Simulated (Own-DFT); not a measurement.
AlN (wurtzite, atoms displaced) (calculated)

All values are calculated (Own-DFT development build). A calculation, not a measurement: plane-wave PBE density functional theory by an unreviewed code, no spin, of a simulated periodic cell, stress positive in tension, free energy of the whole cell less one offset for each atom, forces on such cells passed a denser k mesh, this cell's mesh not checked; offsets are fitted by least squares, one for each functional and potential file, so energies compare only between cells with the same atoms and settings and are not formation energies; the far tail of each file's local potential was reset to the Coulomb form; each entry is a single point on an unrelaxed cell, so the pressure reflects the starting lattice, mostly measured values (interpolated for alloys), from which strain is counted, and rises with the displacements; printed positions are rounded, which can move forces by about a meV/angstrom; the program, named Own-DFT, is a retired in-house code; no spin-orbit coupling.

Settings shared by all entries: functional PBE; potential files PseudoDojo norm-conserving, scalar-relativistic, standard set; wave cutoff 42 hartree; occupations Fermi-Dirac; smearing width 0.1 eV; hardware one NVIDIA H100; k mesh 2 x 2 x 2 centred on Gamma.

(1) 
```cif
# cell vector a (Å): 12.4480 0.0000 0.0000
# cell vector b (Å): -6.2240 10.7803 0.0000
# cell vector c (Å): 0.0000 0.0000 9.9640
data_AlN
_symmetry_space_group_name_H-M 'P 1'
_symmetry_Int_Tables_number 1
_cell_length_a 12.4480
_cell_length_b 12.4480
_cell_length_c 9.9640
_cell_angle_alpha 90.000
_cell_angle_beta 90.000
_cell_angle_gamma 120.000
_cell_volume 1337.10
loop_
_atom_site_label
_atom_site_type_symbol
_atom_site_fract_x
_atom_site_fract_y
_atom_site_fract_z
_atom_site_occupancy
Al1 Al 0.07325 0.15307 0.00148 1
Al2 Al 0.17643 0.08875 0.23722 1
N1 N 0.09110 0.17880 0.20744 1
N2 N 0.16840 0.07866 0.42886 1
Al3 Al 0.09317 0.17103 0.48694 1
Al4 Al 0.18463 0.08816 0.75067 1
N3 N 0.07868 0.15838 0.70540 1
N4 N 0.16554 0.08106 0.93455 1
Al5 Al 0.07684 0.40120 0.99975 1
Al6 Al 0.16709 0.33247 0.23630 1
N5 N 0.10064 0.41316 0.19678 1
N6 N 0.16736 0.32972 0.44128 1
Al7 Al 0.06663 0.40722 0.50324 1
Al8 Al 0.15505 0.31563 0.76086 1
N7 N 0.08704 0.41866 0.68357 1
N8 N 0.16609 0.34141 0.92981 1
Al9 Al 0.08727 0.65762 0.99621 1
Al10 Al 0.17201 0.58400 0.26049 1
N9 N 0.08408 0.66345 0.20842 1
N10 N 0.17052 0.58203 0.45917 1
Al11 Al 0.08075 0.65433 0.50995 1
Al12 Al 0.16464 0.57854 0.74950 1
N11 N 0.08829 0.67048 0.69055 1
N12 N 0.17341 0.58055 0.94813 1
Al13 Al 0.08582 0.91452 0.01040 1
Al14 Al 0.17328 0.83500 0.24987 1
N13 N 0.08156 0.90971 0.20970 1
N14 N 0.15979 0.83308 0.41851 1
Al15 Al 0.07766 0.91272 0.49041 1
Al16 Al 0.18738 0.84495 0.73933 1
N15 N 0.09019 0.92761 0.70070 1
N16 N 0.18285 0.84548 0.94021 1
Al17 Al 0.33650 0.16871 0.99152 1
Al18 Al 0.41725 0.08935 0.24823 1
N17 N 0.33608 0.15699 0.21114 1
N18 N 0.41490 0.07759 0.45781 1
Al19 Al 0.33471 0.15994 0.50788 1
Al20 Al 0.42111 0.09047 0.74492 1
N19 N 0.32516 0.17974 0.70188 1
N20 N 0.43988 0.09582 0.93375 1
Al21 Al 0.33705 0.40459 0.98512 1
Al22 Al 0.41055 0.33314 0.24273 1
N21 N 0.32735 0.41619 0.19350 1
N22 N 0.41824 0.33811 0.43122 1
Al23 Al 0.34405 0.41430 0.49912 1
Al24 Al 0.40894 0.33032 0.76420 1
N23 N 0.33975 0.40167 0.68213 1
N24 N 0.40344 0.33816 0.93276 1
Al25 Al 0.33250 0.66100 0.99755 1
Al26 Al 0.41120 0.57969 0.23078 1
N25 N 0.33119 0.66132 0.20438 1
N26 N 0.40736 0.58213 0.43965 1
Al27 Al 0.33097 0.65925 0.51319 1
Al28 Al 0.42253 0.58475 0.75476 1
N27 N 0.33494 0.66288 0.70192 1
N28 N 0.41601 0.59559 0.92981 1
Al29 Al 0.34182 0.92624 0.99563 1
Al30 Al 0.42219 0.83381 0.24532 1
N29 N 0.32654 0.91201 0.18748 1
N30 N 0.41139 0.84321 0.42932 1
Al31 Al 0.32746 0.91593 0.51468 1
Al32 Al 0.42316 0.81609 0.74881 1
N31 N 0.33371 0.92266 0.67508 1
N32 N 0.40376 0.82141 0.93345 1
Al33 Al 0.58233 0.16613 0.98292 1
Al34 Al 0.66117 0.09459 0.25344 1
N33 N 0.58568 0.17776 0.17931 1
N34 N 0.67151 0.07024 0.43488 1
Al35 Al 0.60107 0.17163 0.50144 1
Al36 Al 0.64318 0.07196 0.75487 1
N35 N 0.58104 0.15545 0.68677 1
N36 N 0.66546 0.08208 0.92318 1
Al37 Al 0.57796 0.41365 0.00669 1
Al38 Al 0.66940 0.34017 0.24924 1
N37 N 0.59394 0.42627 0.18320 1
N38 N 0.66358 0.32981 0.44238 1
Al39 Al 0.59303 0.42739 0.49690 1
Al40 Al 0.66598 0.32464 0.74753 1
N39 N 0.59018 0.42549 0.69317 1
N40 N 0.66528 0.33661 0.94432 1
Al41 Al 0.58588 0.66581 0.99967 1
Al42 Al 0.66615 0.58127 0.25168 1
N41 N 0.57101 0.66286 0.18837 1
N42 N 0.67032 0.58967 0.43340 1
Al43 Al 0.57809 0.65609 0.49968 1
Al44 Al 0.64730 0.57295 0.74833 1
N43 N 0.58754 0.67092 0.69381 1
N44 N 0.65672 0.57036 0.94178 1
Al45 Al 0.60044 0.92519 0.99667 1
Al46 Al 0.65217 0.81551 0.25621 1
N45 N 0.57972 0.91977 0.18874 1
N46 N 0.66657 0.83513 0.44896 1
Al47 Al 0.58877 0.92420 0.48953 1
Al48 Al 0.67634 0.83735 0.75867 1
N47 N 0.61596 0.91687 0.70171 1
N48 N 0.68044 0.84029 0.94903 1
Al49 Al 0.83277 0.16667 0.01020 1
Al50 Al 0.90904 0.08698 0.24070 1
N49 N 0.82952 0.16786 0.17574 1
N50 N 0.91873 0.05990 0.43744 1
Al51 Al 0.81852 0.16064 0.51643 1
Al52 Al 0.92447 0.08547 0.74078 1
N51 N 0.82852 0.16277 0.70801 1
N52 N 0.91778 0.09391 0.94629 1
Al53 Al 0.84809 0.42601 0.00440 1
Al54 Al 0.92326 0.33578 0.24874 1
N53 N 0.83785 0.40116 0.19369 1
N54 N 0.89946 0.31617 0.42984 1
Al55 Al 0.84645 0.42537 0.50392 1
Al56 Al 0.91435 0.34470 0.76309 1
N55 N 0.83150 0.41528 0.68976 1
N56 N 0.91303 0.32122 0.93671 1
Al57 Al 0.82581 0.66860 0.98962 1
Al58 Al 0.91812 0.56947 0.23827 1
N57 N 0.84298 0.67117 0.20170 1
N58 N 0.93074 0.57709 0.44061 1
Al59 Al 0.84020 0.66627 0.49499 1
Al60 Al 0.92983 0.59110 0.75730 1
N59 N 0.81942 0.66438 0.68532 1
N60 N 0.91626 0.59400 0.93960 1
Al61 Al 0.82093 0.92227 0.01243 1
Al62 Al 0.90462 0.83531 0.24918 1
N61 N 0.83183 0.90933 0.19259 1
N62 N 0.91545 0.82976 0.45676 1
Al63 Al 0.83346 0.90078 0.51436 1
Al64 Al 0.92714 0.83375 0.74832 1
N63 N 0.82875 0.91085 0.70365 1
N64 N 0.93310 0.84016 0.91834 1
_calc_free_energy_of_cell_above_offsets '-27.176'  # eV
_calc_pressure 10.95  # GPa
_calc_stress_xx -12.57  # GPa
_calc_stress_yy -9.68  # GPa
_calc_stress_zz -10.61  # GPa
_calc_stress_yz -0.14  # GPa
_calc_stress_xz 0.18  # GPa
_calc_stress_xy 1.42  # GPa
_calc_wall_time 418.8  # s
```

Force:
```tsv
element	x (eV/Å)	y (eV/Å)	z (eV/Å)
Al	1.301	1.964	0.23
Al	-2.693	-2.418	2.628
N	-0.23	-5.431	-3.861
N	0.613	1.065	1.765
Al	-0.874	-2.657	0.696
Al	-7.537	-3.991	1.214
N	3.15	0.979	-2.235
N	1.111	0.84	2.953
Al	-0.095	2.527	0.977
Al	3.198	0.298	4.77
N	-7.436	2.844	-2.081
N	-0.569	1.922	-0.359
Al	2.977	-0.288	-1.394
Al	0.401	2.219	-4.695
N	-1.251	-1.222	2.473
N	2.483	-1.742	3.567
Al	-0.551	3.016	1.564
Al	-0.449	-0.497	0.629
N	0.905	-0.864	-3.086
N	-1	-1.391	-1.553
Al	0.961	3.312	-2.244
Al	0.927	0.318	0.549
N	0.535	0.276	1.534
N	-2.392	-2.175	-1.487
Al	0.205	-0.679	-0.867
Al	-1.138	-1.32	-2.092
N	-1.688	1.66	-3.175
N	1.113	-0.81	7.512
Al	1.765	1.395	0.493
Al	-4.659	-1.826	2.955
N	2.267	-1.532	-2.804
N	-1.344	-1.681	-0.71
Al	-0.075	-1.162	0.799
Al	4.697	-3.753	2.332
N	-2.953	4.967	-4.975
N	1.552	2.085	-1.562
Al	-1.687	1.42	-1.655
Al	-1.117	-0.999	-0.753
N	7.608	0.02	-2.806
N	-7.764	-3.355	-1.925
Al	-12.01	7.24	4.882
Al	1.071	0.017	1.678
N	2.705	-0.607	-3.101
N	2.864	-1.216	0.135
Al	-3.664	0.538	-0.26
Al	2.94	1.919	-4.54
N	-3.577	3.073	1.524
N	10.93	-5.823	1.626
Al	-1.168	1.66	1.965
Al	-0.453	-0.625	3.314
N	-0.301	1.717	-2.743
N	2.698	-0.494	-0.211
Al	0.109	1.522	-1.437
Al	-0.038	-1.529	-2.678
N	-0.538	-1.858	-1.873
N	3.683	-2.536	2.65
Al	0.978	-1.405	0.875
Al	-2.577	-0.531	0.248
N	2.685	2.521	-1.082
N	1.91	-1.136	2.791
Al	-0.011	-0.961	-9.689
Al	0.098	3.87	0.79
N	3.421	1.245	7.568
N	1.588	2.394	0.575
Al	6.024	3.569	3.698
Al	1.479	-1.414	-1.75
N	-0.283	-0.933	1.061
N	-2.293	5.306	-0.68
Al	-2.537	-2.044	-0.801
Al	5.607	-1.049	-2.176
N	-1.731	2.837	-0.622
N	0.05	0.703	5.462
Al	0.934	-0.234	-2.164
Al	0.461	-1.105	0.022
N	-1.347	-1.778	1.771
N	1.001	1.799	-0.398
Al	-1.105	-1.905	0.687
Al	-1.038	2.101	0.541
N	0.025	-5.37	-1.252
N	1.077	-0.093	-1.009
Al	-1.021	0.314	-0.52
Al	0.154	1.795	-1.078
N	2.692	-0.743	-0.817
N	0.729	-0.803	0.686
Al	-1.575	2.191	0.359
Al	2.736	3.538	1.149
N	-1.213	-0.579	-0.195
N	-0.586	2.126	-0.159
Al	-2.862	-1.261	0.368
Al	0.114	3.608	0.883
N	2.095	0.759	-0.512
N	0.52	-2.134	-1.397
Al	-0.6	-5.666	2.282
Al	3.578	-3.947	1.516
N	-9.694	2.51	-3.37
N	-3.935	-3.808	-1.445
Al	-1.117	-0.638	-6.236
Al	2.009	-1.264	2.787
N	-0.574	0.079	5.878
N	-1.598	2.652	0.124
Al	4.02	-0.226	0.172
Al	-3.559	-2.432	1.412
N	-0.775	1.365	-1.893
N	-0.063	-2.35	0.152
Al	-1.772	-1.79	-0.921
Al	2.845	-2.023	0.277
N	-3.156	2.928	-1.738
N	0.679	1.384	2.002
Al	-1.337	-2.925	-0.428
Al	2.294	-2.745	-3.174
N	0.137	1.107	0.67
N	-0.79	3.061	2.608
Al	0.717	1.558	0.698
Al	-0.602	2.403	2.049
N	-1.391	-1.959	-1.61
N	-3.316	0.312	-1.121
Al	0.002	-0.842	0.823
Al	-3.347	-0.327	-1.902
N	2.488	-0.321	0.823
N	2.284	-1.779	1.243
Al	6.26	2.43	-0.763
Al	5.354	-1.16	2.536
N	-4.128	1.975	-0.874
N	0.389	-1.333	-2.534
Al	-2.693	2.115	0.179
Al	-1.861	-0.175	-3.001
N	3.254	1.588	-1.302
N	-1.724	-1.286	6.601
```

(2) 
```cif
# cell vector a (Å): 12.4480 0.0000 0.0000
# cell vector b (Å): -6.2240 10.7803 0.0000
# cell vector c (Å): 0.0000 0.0000 9.9640
data_AlN
_symmetry_space_group_name_H-M 'P 1'
_symmetry_Int_Tables_number 1
_cell_length_a 12.4480
_cell_length_b 12.4480
_cell_length_c 9.9640
_cell_angle_alpha 90.000
_cell_angle_beta 90.000
_cell_angle_gamma 120.000
_cell_volume 1337.10
loop_
_atom_site_label
_atom_site_type_symbol
_atom_site_fract_x
_atom_site_fract_y
_atom_site_fract_z
_atom_site_occupancy
Al1 Al 0.11067 0.18192 0.00042 1
Al2 Al 0.13912 0.06388 0.25440 1
N1 N 0.07292 0.16095 0.21281 1
N2 N 0.16623 0.07566 0.45421 1
Al3 Al 0.07398 0.16551 0.50019 1
Al4 Al 0.17185 0.08908 0.73816 1
N3 N 0.08359 0.16872 0.70303 1
N4 N 0.17702 0.08653 0.94208 1
Al5 Al 0.08127 0.41022 0.99324 1
Al6 Al 0.15134 0.33080 0.25560 1
N5 N 0.08387 0.42358 0.18595 1
N6 N 0.18560 0.33649 0.43211 1
Al7 Al 0.09426 0.41930 0.50575 1
Al8 Al 0.16237 0.34011 0.75283 1
N7 N 0.08016 0.41284 0.69691 1
N8 N 0.15945 0.31759 0.94161 1
Al9 Al 0.08216 0.67479 0.00319 1
Al10 Al 0.16397 0.59546 0.25046 1
N9 N 0.07913 0.67903 0.19619 1
N10 N 0.17047 0.58109 0.44800 1
Al11 Al 0.07791 0.66646 0.48495 1
Al12 Al 0.18117 0.60464 0.73795 1
N11 N 0.07222 0.67056 0.68065 1
N12 N 0.18089 0.60125 0.94723 1
Al13 Al 0.08090 0.91310 0.00023 1
Al14 Al 0.16451 0.81995 0.26244 1
N13 N 0.09794 0.92468 0.17270 1
N14 N 0.17051 0.82750 0.44603 1
Al15 Al 0.07707 0.91425 0.49479 1
Al16 Al 0.16529 0.83451 0.71186 1
N15 N 0.08570 0.91181 0.68998 1
N16 N 0.17097 0.84553 0.94135 1
Al17 Al 0.32301 0.15957 0.99914 1
Al18 Al 0.41715 0.06956 0.24966 1
N17 N 0.33341 0.16331 0.18413 1
N18 N 0.40309 0.08743 0.43351 1
Al19 Al 0.34422 0.17940 0.49542 1
Al20 Al 0.42134 0.08144 0.75747 1
N19 N 0.33457 0.16069 0.68481 1
N20 N 0.40513 0.08671 0.96439 1
Al21 Al 0.32242 0.40919 0.00364 1
Al22 Al 0.42213 0.33283 0.25316 1
N21 N 0.31199 0.40091 0.18625 1
N22 N 0.40576 0.33055 0.44341 1
Al23 Al 0.32667 0.40173 0.49059 1
Al24 Al 0.41330 0.33503 0.75073 1
N23 N 0.32091 0.41835 0.66537 1
N24 N 0.41114 0.32538 0.94834 1
Al25 Al 0.35168 0.65442 0.01912 1
Al26 Al 0.41950 0.59193 0.24643 1
N25 N 0.35111 0.67789 0.18880 1
N26 N 0.41273 0.57975 0.44014 1
Al27 Al 0.32682 0.65598 0.49694 1
Al28 Al 0.41315 0.57341 0.75069 1
N27 N 0.33899 0.67522 0.69483 1
N28 N 0.41075 0.57808 0.94585 1
Al29 Al 0.32250 0.91371 0.01110 1
Al30 Al 0.42058 0.83578 0.25170 1
N29 N 0.32910 0.93839 0.18871 1
N30 N 0.41863 0.82960 0.44597 1
Al31 Al 0.34309 0.92478 0.49850 1
Al32 Al 0.41326 0.83205 0.75435 1
N31 N 0.32541 0.91614 0.69437 1
N32 N 0.41956 0.83391 0.92220 1
Al33 Al 0.59029 0.18419 0.00544 1
Al34 Al 0.67595 0.07895 0.25459 1
N33 N 0.57916 0.17313 0.19676 1
N34 N 0.65472 0.06843 0.44845 1
Al35 Al 0.58685 0.17553 0.50516 1
Al36 Al 0.65982 0.07817 0.73661 1
N35 N 0.56641 0.15378 0.68228 1
N36 N 0.66212 0.07477 0.94190 1
Al37 Al 0.56686 0.39561 0.99471 1
Al38 Al 0.65914 0.32259 0.25040 1
N37 N 0.59128 0.42023 0.19453 1
N38 N 0.65722 0.32147 0.44917 1
Al39 Al 0.58055 0.41965 0.49795 1
Al40 Al 0.67615 0.34326 0.73748 1
N39 N 0.58413 0.41505 0.68245 1
N40 N 0.68721 0.35532 0.92646 1
Al41 Al 0.59740 0.68030 0.99829 1
Al42 Al 0.66927 0.59211 0.24931 1
N41 N 0.58590 0.66299 0.18199 1
N42 N 0.68334 0.58375 0.43372 1
Al43 Al 0.59303 0.67019 0.50820 1
Al44 Al 0.68348 0.58065 0.76011 1
N43 N 0.58567 0.66789 0.69335 1
N44 N 0.68994 0.59361 0.94842 1
Al45 Al 0.57944 0.91041 0.98692 1
Al46 Al 0.66275 0.83384 0.26199 1
N45 N 0.58689 0.91404 0.20246 1
N46 N 0.65446 0.82792 0.44835 1
Al47 Al 0.58277 0.91193 0.49924 1
Al48 Al 0.67271 0.83788 0.75334 1
N47 N 0.59564 0.93083 0.69662 1
N48 N 0.66813 0.82872 0.94725 1
Al49 Al 0.83795 0.17107 0.99801 1
Al50 Al 0.92101 0.08135 0.25572 1
N49 N 0.82513 0.15529 0.19223 1
N50 N 0.91852 0.08926 0.45748 1
Al51 Al 0.83085 0.17683 0.50067 1
Al52 Al 0.91593 0.07500 0.74221 1
N51 N 0.83856 0.17041 0.69505 1
N52 N 0.90162 0.08726 0.94018 1
Al53 Al 0.83087 0.40643 0.01248 1
Al54 Al 0.91848 0.32868 0.25021 1
N53 N 0.83959 0.40746 0.17792 1
N54 N 0.93821 0.34332 0.43541 1
Al55 Al 0.83187 0.42081 0.49228 1
Al56 Al 0.91297 0.33721 0.74004 1
N55 N 0.84706 0.44139 0.68925 1
N56 N 0.90942 0.32023 0.94218 1
Al57 Al 0.85034 0.66142 0.99409 1
Al58 Al 0.91417 0.57912 0.25329 1
N57 N 0.81466 0.66489 0.20270 1
N58 N 0.91935 0.59753 0.44640 1
Al59 Al 0.82561 0.65952 0.51033 1
Al60 Al 0.92196 0.57067 0.77068 1
N59 N 0.83878 0.67243 0.69906 1
N60 N 0.91920 0.59027 0.94119 1
Al61 Al 0.83385 0.91659 0.99851 1
Al62 Al 0.91532 0.82773 0.26872 1
N61 N 0.82418 0.91525 0.19717 1
N62 N 0.91931 0.81549 0.45595 1
Al63 Al 0.82955 0.92069 0.50750 1
Al64 Al 0.92767 0.83130 0.73718 1
N63 N 0.82400 0.90055 0.68461 1
N64 N 0.90308 0.82032 0.94267 1
_calc_free_energy_of_cell_above_offsets '-25.487'  # eV
_calc_pressure 11.27  # GPa
_calc_stress_xx -10.97  # GPa
_calc_stress_yy -14.2  # GPa
_calc_stress_zz -8.66  # GPa
_calc_stress_yz -1.48  # GPa
_calc_stress_xz 0.49  # GPa
_calc_stress_xy -1.6  # GPa
_calc_wall_time 418.5  # s
```

Force:
```tsv
element	x (eV/Å)	y (eV/Å)	z (eV/Å)
Al	-1.634	-8.93	2.863
Al	3.921	3.75	1.083
N	2.01	2.103	-2.806
N	-1.966	1.354	-1.467
Al	4.248	1.474	1.154
Al	0.384	-1.411	1.132
N	-0.178	0.147	-1.92
N	-4.776	-2.097	-2.39
Al	-0.717	1.768	0.207
Al	2.059	0.338	-1.003
N	-0.287	-0.05	0.306
N	-7.849	-3.352	0.389
Al	1.036	-0.496	0.079
Al	1.875	-2.117	-0.313
N	-1.049	2.468	-0.881
N	-1.293	8.288	-2.696
Al	2.141	1.027	-1.348
Al	2.149	-1.921	-0.617
N	0.703	-4.959	-1.225
N	-2.623	0.176	-2.004
Al	1.681	-0.7	3.196
Al	-2.446	-1.718	2.301
N	2.507	-1.583	0.27
N	-0.498	-2.247	-0.178
Al	-1.148	0.632	-2.953
Al	-0.63	7.493	-0.467
N	-1.605	-3.573	4.911
N	-0.439	1.545	-0.258
Al	2.522	0.144	1.786
Al	0.707	-1.321	3.487
N	-2.179	3.258	-1.323
N	-0.46	-3.023	-0.964
Al	1.637	2.2	3.055
Al	-1.718	9.93	2.442
N	-0.998	0.945	2.338
N	4.286	-1.159	0.36
Al	-1.934	-3.873	1.258
Al	-3.505	-1.185	1.738
N	0.061	2.121	0.778
N	5.46	-0.664	-3.757
Al	1.65	0.688	0.359
Al	-1.725	-1.596	-1.726
N	1.62	2.026	0.809
N	4.761	1.785	-1.831
Al	1.319	5.704	0.757
Al	0.178	-1.03	-0.771
N	1.316	-0.479	5.311
N	-2.068	0.939	-2.614
Al	-7.095	4.083	-3.337
Al	2.222	-2.988	1.714
N	-3.416	-0.123	2.488
N	1.674	-0.045	-0.625
Al	2.398	2.593	1.424
Al	-0.141	2.063	-0.61
N	1.599	-1.704	-2.06
N	5.152	-2.982	-2.852
Al	1.878	1.025	-2.495
Al	-0.131	1.423	0.553
N	1.174	-11.9	-0.703
N	-1.392	0.046	-0.817
Al	-0.552	-0.298	0.665
Al	0.208	1.709	-3.57
N	3.359	1.074	-1.361
N	-0.375	-0.444	6.718
Al	0.248	-3.262	-0.963
Al	-3.558	-0.882	0.255
N	2.508	-2.975	-1.118
N	0.551	4.505	-1.106
Al	-1.091	-6.258	-0.814
Al	0.588	5.02	3.267
N	3.329	3.151	1.144
N	-1.01	2.825	-0.278
Al	2.56	4.521	1.639
Al	0.114	3.489	1.036
N	-0.71	-0.863	-0.2
N	1.292	5.482	-1.88
Al	-0.164	-0.092	-0.729
Al	-0.468	-1.409	0.541
N	-0.597	0.557	1.321
N	-2.125	-3.012	0.588
Al	1.489	-5.434	0.345
Al	-2.682	-3.857	0.337
N	-2.302	1.141	1.68
N	-4.787	-1.595	0.89
Al	-1.234	-2.077	-0.42
Al	-2.651	0.748	0.456
N	0.22	-0.978	1.056
N	-3.538	-2.891	-0.981
Al	-0.012	0.962	1.281
Al	1.194	-1.351	-1.272
N	-1.835	0.486	-1.724
N	3.365	0.373	-0.692
Al	-1.593	-0.506	2.267
Al	-1.68	-1.527	0.532
N	-0.093	-6.743	-2.05
N	-1.027	3.566	-2.156
Al	-3.114	-3.359	1.37
Al	-4.166	-2.054	0.287
N	2.69	2.993	0.274
N	-2.412	-1.646	-1.784
Al	0.929	-1.424	0.601
Al	-1.064	0.717	1.927
N	-1.662	0.082	-1.752
N	5.404	-3.044	-1.376
Al	1.1	1.486	-5.312
Al	0.393	-0.354	-0.994
N	-1.727	1.148	6.766
N	-3.311	-1.091	0.72
Al	0.996	1.075	0.617
Al	0.77	-0.758	1.725
N	-0.43	-8.303	-3.678
N	-0.142	5.064	-1.562
Al	-7.887	3.758	3.85
Al	-2.465	0.415	-0.18
N	8.467	2.583	-2.619
N	0.367	-4.195	-2.496
Al	2.042	0.84	1.917
Al	-0.596	7.488	-1.573
N	1.129	-2.74	-1.199
N	6.687	-4.431	1.401
Al	0.205	0.69	0.835
Al	-0.78	-0.183	-2.574
N	2.109	0.088	0.957
N	-2.883	3.075	-1.604
Al	0.319	-1.13	-1.705
Al	-2.267	0.128	2.549
N	1.993	2.529	1.232
N	1.936	3.088	-0.865
```
